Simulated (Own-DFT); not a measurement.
# One host, several defects: 3C SiC

No measurement is shown. These are fixed-geometry runs of a retired plane-wave code named Own-DFT, which no person has reviewed; spin and spin-orbit coupling are neglected.

All runs used: PBE; PseudoDojo norm-conserving scalar-relativistic files; cutoff 42 hartree; 4 x 4 x 4 k mesh centred on Gamma; Fermi-Dirac smearing of 0.1 eV.

Limits (not all hold for every row): a neutral cation vacancy leaves holes that likely carry spin, which these runs leave out; not probed for a lower state with spin; forces on such cells failed a check on a denser k mesh; forces on such cells passed a denser k mesh, each cell not checked; stress not checked against mesh or cutoff.

All runs share one cell, with vectors in Å (8.719, 0.000, 0.000); (0.000, 8.719, 0.000); (0.000, 0.000, 8.719) and a volume of 662.9 Å³. Atoms were moved at random from their sites; u is the rms move along one axis. The defect's site can differ from row to row.

```
                  cell    formula   u (Å)  P (GPa)
             no defect    C32Si32  0.0276     3.79
             no defect    C32Si32  0.0314     3.94
             no defect    C32Si32  0.0554     5.73
        one Si vacancy    C32Si31  0.0291        ?
        one Si vacancy    C32Si31  0.0330     3.33
        one Si vacancy    C32Si31  0.0501     4.60
        one Si vacancy    C32Si31  0.0511     4.70
two N on a C site each  C30N2Si32  0.0289     1.86
two N on a C site each  C30N2Si32  0.0303     2.01
two N on a C site each  C30N2Si32  0.0489     3.76
    one C on a Si site    C33Si31  0.0292     1.54
    one C on a Si site    C33Si31  0.0510     3.71
    one C on a Si site    C33Si31  0.0515     3.07
         one C vacancy    C31Si32  0.0324     3.44
         one C vacancy    C31Si32  0.0488     4.31
         one C vacancy    C31Si32  0.0490     4.32
```

## What the rows give

P = P0 + c u² + a shift for each defect gives P0 = 3.00 GPa, c = 929 ± 76 GPa/Å² and a scatter of 0.23 GPa. The shifts, and each times the cell's volume:

- one Si vacancy: -0.71 ± 0.20 GPa, -2.9 eV
- one C vacancy: -0.78 ± 0.19 GPa, -3.2 eV
- two N on a C site each: -1.73 ± 0.19 GPa, -7.2 eV (-3.6 eV for each of its 2 sites)
- one C on a Si site: -2.11 ± 0.19 GPa, -8.7 eV

Against the defect-free cell, a freed cell would be larger where the shift is positive and smaller where it is negative (160.2 GPa Å³ is 1 eV). The atoms around the defects weren't relaxed, which would change these numbers.

## Check

Q: what pressure belongs in the blank (one Si vacancy, u = 0.0291 Å)?

The fitted form gives 3.08 ± 0.29 GPa. DFT gave 2.82 GPa.
